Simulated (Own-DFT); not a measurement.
# Computed records: GaN (wurtzite, strained, atoms displaced)

A calculation, not a measurement: plane-wave PBE density functional theory by an unreviewed code, no spin, of a simulated periodic cell, stress positive in tension, free energy of the whole cell less one offset for each atom, forces on such cells passed a denser k mesh, this cell's mesh not checked; offsets are fitted by least squares, one for each functional and potential file, so energies compare only between cells with the same atoms and settings and are not formation energies; the far tail of each file's local potential was reset to the Coulomb form; each entry is a single point on an unrelaxed cell, so the pressure reflects the starting lattice, mostly measured values (interpolated for alloys), from which strain is counted, and rises with the displacements; printed positions are rounded, which can move forces by about a meV/angstrom; the program, named Own-DFT, is a retired in-house code; no spin-orbit coupling. Program: Own-DFT development build.

Entry: GaN (wurtzite, strained, atoms displaced)

```
cell vectors (Å)
  12.7560     0.0000     0.0000
  -4.7835     8.2853     0.0000
   0.0000     0.0000    10.5774
atoms (fractions of the cell vectors)
Ga  0.07068  0.21288  0.99872
Ga  0.16704  0.12370  0.25555
N   0.08684  0.23473  0.18307
N   0.16362  0.11320  0.43340
Ga  0.07718  0.20989  0.50350
Ga  0.17473  0.10688  0.74613
N   0.08640  0.22866  0.69153
N   0.16312  0.10439  0.94624
Ga  0.08652  0.56442  0.99906
Ga  0.16563  0.44960  0.25167
N   0.08400  0.54908  0.19011
N   0.16408  0.44647  0.43450
Ga  0.07962  0.55894  0.50502
Ga  0.15477  0.44049  0.75792
N   0.07923  0.54506  0.68570
N   0.16963  0.45465  0.93282
Ga  0.07539  0.88068  0.00036
Ga  0.16162  0.77437  0.24840
N   0.09680  0.90167  0.18548
N   0.16440  0.78376  0.44187
Ga  0.08289  0.88914  0.49187
Ga  0.16602  0.77469  0.74925
N   0.08383  0.88751  0.68815
N   0.16720  0.77285  0.93720
Ga  0.33431  0.22910  0.99670
Ga  0.41753  0.10995  0.25100
N   0.33566  0.22575  0.19035
N   0.41798  0.11899  0.43720
Ga  0.33053  0.22257  0.50906
Ga  0.42183  0.12113  0.75437
N   0.34010  0.22622  0.68405
N   0.41717  0.10633  0.92743
Ga  0.33028  0.55048  0.00613
Ga  0.42327  0.44869  0.24376
N   0.33347  0.54935  0.19459
N   0.41354  0.43938  0.44367
Ga  0.33014  0.55390  0.51059
Ga  0.41423  0.43379  0.74592
N   0.33686  0.55677  0.69209
N   0.42052  0.45391  0.93222
Ga  0.33112  0.88066  0.99195
Ga  0.41857  0.78231  0.24220
N   0.32448  0.87968  0.18693
N   0.41462  0.77099  0.42925
Ga  0.32575  0.88529  0.50551
Ga  0.40705  0.77052  0.75567
N   0.33474  0.88797  0.68893
N   0.41990  0.79262  0.94471
Ga  0.58689  0.23069  0.00199
Ga  0.67164  0.11431  0.25049
N   0.58340  0.22026  0.19283
N   0.66603  0.11917  0.43687
Ga  0.59007  0.22593  0.50889
Ga  0.67061  0.10199  0.75087
N   0.57769  0.22079  0.68529
N   0.66608  0.11593  0.94700
Ga  0.58794  0.56255  0.99349
Ga  0.67032  0.44806  0.24602
N   0.57497  0.55038  0.18885
N   0.66152  0.44544  0.44035
Ga  0.58861  0.55274  0.49551
Ga  0.67539  0.44325  0.75840
N   0.58530  0.55222  0.68362
N   0.66506  0.44000  0.93900
Ga  0.58404  0.88157  0.00538
Ga  0.65506  0.76090  0.24479
N   0.58817  0.89339  0.18804
N   0.67184  0.78074  0.43984
Ga  0.57709  0.88119  0.49318
Ga  0.66040  0.78171  0.74263
N   0.58892  0.89461  0.69008
N   0.66403  0.77838  0.93857
Ga  0.83504  0.22256  0.00506
Ga  0.91408  0.10189  0.25700
N   0.83264  0.23011  0.19673
N   0.91575  0.10443  0.43336
Ga  0.83590  0.23067  0.50747
Ga  0.91982  0.11840  0.75044
N   0.83075  0.22000  0.68869
N   0.91603  0.09967  0.93786
Ga  0.83587  0.55171  0.99539
Ga  0.92216  0.45006  0.24678
N   0.83280  0.55361  0.18507
N   0.91199  0.44949  0.43980
Ga  0.83412  0.55798  0.49594
Ga  0.91462  0.44479  0.74976
N   0.83206  0.55467  0.69377
N   0.92417  0.45269  0.93272
Ga  0.83705  0.88391  0.00306
Ga  0.91342  0.78637  0.25129
N   0.83362  0.88797  0.19582
N   0.91737  0.78288  0.43564
Ga  0.84388  0.90257  0.50138
Ga  0.92304  0.78778  0.75121
N   0.83687  0.88883  0.68615
N   0.91897  0.77825  0.93570
```

- functional: PBE
- potential files: PseudoDojo norm-conserving, scalar-relativistic, standard set with the stringent files for Ga
- wave cutoff: 96 hartree
- occupations: Gaussian
- smearing width: 0.01 eV
- k mesh: 3 x 4 x 3 centred on Gamma
- free energy of cell above offsets: -4.406 eV
- pressure: 3.54 GPa
- stress xx: -6.11 GPa
- stress yy: -4.91 GPa
- stress zz: 0.41 GPa
- stress yz: 0 GPa
- stress xz: 0.08 GPa
- stress xy: 0.71 GPa

Force:
| element | x (eV/Å) | y (eV/Å) | z (eV/Å) |
| --- | --- | --- | --- |
| Ga | 2.574 | 1.666 | 0.567 |
| Ga | 1.004 | -0.039 | -1.81 |
| N | -0.698 | -1.533 | 0.482 |
| N | 0.401 | -0.289 | 1.526 |
| Ga | 0.007 | 2.2 | -0.192 |
| Ga | -1.34 | 0.541 | 1.376 |
| N | 0.476 | -1.332 | -0.493 |
| N | -0.031 | 0.756 | -1.591 |
| Ga | 0.539 | -1.354 | 0.714 |
| Ga | 1.457 | -0.542 | 0.682 |
| N | -1.239 | 1.543 | -1.132 |
| N | -0.339 | -0.461 | 1.295 |
| Ga | 0.759 | -0.432 | -1.114 |
| Ga | 2.273 | 0.57 | -1.09 |
| N | -0.901 | 1.332 | 0.268 |
| N | -0.283 | -1.219 | 1.654 |
| Ga | 2.017 | 1.248 | 0.69 |
| Ga | 0.545 | 0.31 | 0.572 |
| N | -2.17 | -0.925 | 0.355 |
| N | 0.544 | -1.295 | -0.784 |
| Ga | -0.588 | 0.553 | 0.86 |
| Ga | 0.129 | -0.145 | 0.04 |
| N | 0.526 | 0.17 | -0.786 |
| N | -1.064 | 1.095 | -0.745 |
| Ga | 0.332 | -0.905 | 0.832 |
| Ga | -0.715 | -0.266 | 0.3 |
| N | -0.019 | -0.16 | -0.798 |
| N | 0.161 | -1.106 | 0.787 |
| Ga | 0.808 | 0.132 | -2.744 |
| Ga | 0.305 | -1.348 | -1.276 |
| N | -0.98 | -1.615 | 1.114 |
| N | -0.561 | 0.893 | 2.458 |
| Ga | 0.155 | 0.705 | -0.283 |
| Ga | -2.501 | -2.27 | 2.554 |
| N | -0.522 | 0.997 | -1.326 |
| N | -0.005 | 0.878 | -0.579 |
| Ga | 0.401 | -0.197 | -1.671 |
| Ga | 0.347 | 2.744 | 0.326 |
| N | -0.994 | -0.689 | 0.29 |
| N | -0.014 | -0.752 | 0.433 |
| Ga | -1.622 | 2.124 | 1.802 |
| Ga | -0.454 | -0.624 | 0.722 |
| N | 0.929 | 0.888 | -0.552 |
| N | -0.832 | 0.464 | 1.016 |
| Ga | 1.632 | 1.137 | -1.163 |
| Ga | 1.449 | 0.797 | 0.144 |
| N | -0.807 | 0.178 | 0.198 |
| N | 2.053 | -2.62 | -1.057 |
| Ga | -0.62 | -2.057 | 0.712 |
| Ga | -1.081 | -0.128 | 0.645 |
| N | -0.043 | 0.495 | -0.971 |
| N | 1.426 | -0.963 | 0.359 |
| Ga | -1.731 | -0.207 | -1.458 |
| Ga | -2.076 | 1.323 | 1.136 |
| N | 2.123 | 0.482 | 1.373 |
| N | 1.265 | -0.536 | -1.025 |
| Ga | -0.484 | -1.065 | 0.352 |
| Ga | -0.626 | -1.011 | 1.015 |
| N | 3.19 | 0.624 | -1.963 |
| N | 2.865 | -0.549 | -1.476 |
| Ga | -2.626 | 1.02 | 1.288 |
| Ga | -2.2 | -0.306 | -1.491 |
| N | 0.043 | 0.245 | 1.044 |
| N | 0.279 | 1.545 | 0.29 |
| Ga | -0.974 | 1.641 | -0.332 |
| Ga | 0.615 | 2.352 | 1.798 |
| N | -0.097 | -0.517 | 0.148 |
| N | -0.277 | -0.146 | -0.677 |
| Ga | 0.536 | 0.864 | 0.378 |
| Ga | 2.332 | -1.773 | 0.438 |
| N | -2.124 | -0.979 | -1.177 |
| N | 1.471 | 0.444 | -0.483 |
| Ga | -0.278 | -0.009 | 0.009 |
| Ga | -0.257 | 2.046 | -1.423 |
| N | 1.753 | -0.744 | -1.226 |
| N | -0.72 | 2.249 | 1.18 |
| Ga | -0.379 | -0.961 | -1.585 |
| Ga | 0.321 | -1.349 | 0.007 |
| N | 0.779 | 0.677 | 0.268 |
| N | -1.996 | 0.561 | -0.402 |
| Ga | -0.502 | 0.301 | 0.563 |
| Ga | -0.796 | -0.275 | 1 |
| N | 0.282 | 1.122 | -0.263 |
| N | 1.441 | -0.406 | -0.487 |
| Ga | -1.558 | 0.412 | 0.894 |
| Ga | 0.118 | 0.038 | -0.132 |
| N | 0.968 | 1.015 | -0.995 |
| N | -0.217 | -1.294 | 0.718 |
| Ga | -1.227 | -0.218 | 0.128 |
| Ga | 2.645 | -1.189 | 0.036 |
| N | -1.554 | -0.207 | -1.935 |
| N | 0.214 | -0.492 | 0.139 |
| Ga | -1.27 | -2.668 | 0.562 |
| Ga | -0.681 | -1.045 | -0.351 |
| N | -0.633 | 0.823 | 0.404 |
| N | -0.786 | -0.988 | 0.1 |
